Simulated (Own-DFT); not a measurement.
# What a defect does to the pressure of its cell: zincblende GaAs

Calculated, not measured: single-point runs of Own-DFT, a retired in-house plane-wave DFT program that no person has reviewed, on unrelaxed cells, without spin or spin-orbit coupling.

Common settings: PBE; PseudoDojo norm-conserving scalar-relativistic files; cutoff 42 hartree; 3 x 3 x 3 k mesh centred on Gamma; Fermi-Dirac smearing of 0.1 eV.

Keep in mind (not all hold for every row): not probed for a lower state with spin; forces not confirmed at this smearing and k mesh; stress not checked against mesh or cutoff.

All runs share one cell, with vectors in Å (10.862, 0.000, 0.000); (0.000, 10.862, 0.000); (0.000, 0.000, 11.796) and a volume of 1391.7 Å³, strained against the parent crystal. u is the rms random offset of the atoms per axis. The defect's site can differ from row to row.

| cell | formula | u (Å) | P (GPa) |
|---|---|---|---|
| no defect | As32Ga32 | 0.0306 | 6.67 |
| no defect | As32Ga32 | 0.0495 | 7.03 |
| no defect | As32Ga32 | 0.0510 | 7.01 |
| one Al on a Ga site | AlAs32Ga31 | 0.0283 | 6.63 |
| one Al on a Ga site | AlAs32Ga31 | 0.0481 | 6.96 |
| one Al on a Ga site | AlAs32Ga31 | 0.0502 | 7.06 |
| one In on a Ga site | As32Ga31In | 0.0285 | 7.36 |
| one In on a Ga site | As32Ga31In | 0.0290 | 7.40 |
| one In on a Ga site | As32Ga31In | 0.0304 | 7.39 |
| one As vacancy and one Ga vacancy | As31Ga31 | 0.0283 | 6.05 |
| one As vacancy and one Ga vacancy | As31Ga31 | 0.0476 | 6.36 |
| one As vacancy and one Ga vacancy | As31Ga31 | 0.0510 | 6.34 |
| one P on an As site | As31Ga32P | 0.0305 | 6.35 |
| one P on an As site | As31Ga32P | 0.0314 | 6.41 |
| one P on an As site | As31Ga32P | 0.0505 | ? |
| one P on an As site | As31Ga32P | 0.0531 | 6.80 |

## Fit

P = P0 + c u² + a shift for each defect gives P0 = 6.47 GPa, c = 216 ± 13 GPa/Å² and a scatter of 0.04 GPa. The shifts, and each times the cell's volume:

- one In on a Ga site: 0.73 ± 0.03 GPa, 6.3 eV
- one Al on a Ga site: 0.01 ± 0.03 GPa, 0.1 eV (not resolved)
- one P on an As site: -0.29 ± 0.03 GPa, -2.5 eV
- one As vacancy and one Ga vacancy: -0.63 ± 0.03 GPa, -5.5 eV

Against the defect-free cell, a freed cell would be larger where the shift is positive and smaller where it is negative (160.2 GPa Å³ is 1 eV). The atoms around the defects weren't relaxed, which would change these numbers.

## Prediction

Asked: what pressure belongs in the blank (one P on an As site, u = 0.0505 Å)?

The fitted form gives 6.73 ± 0.04 GPa. Computed: 6.74 GPa.
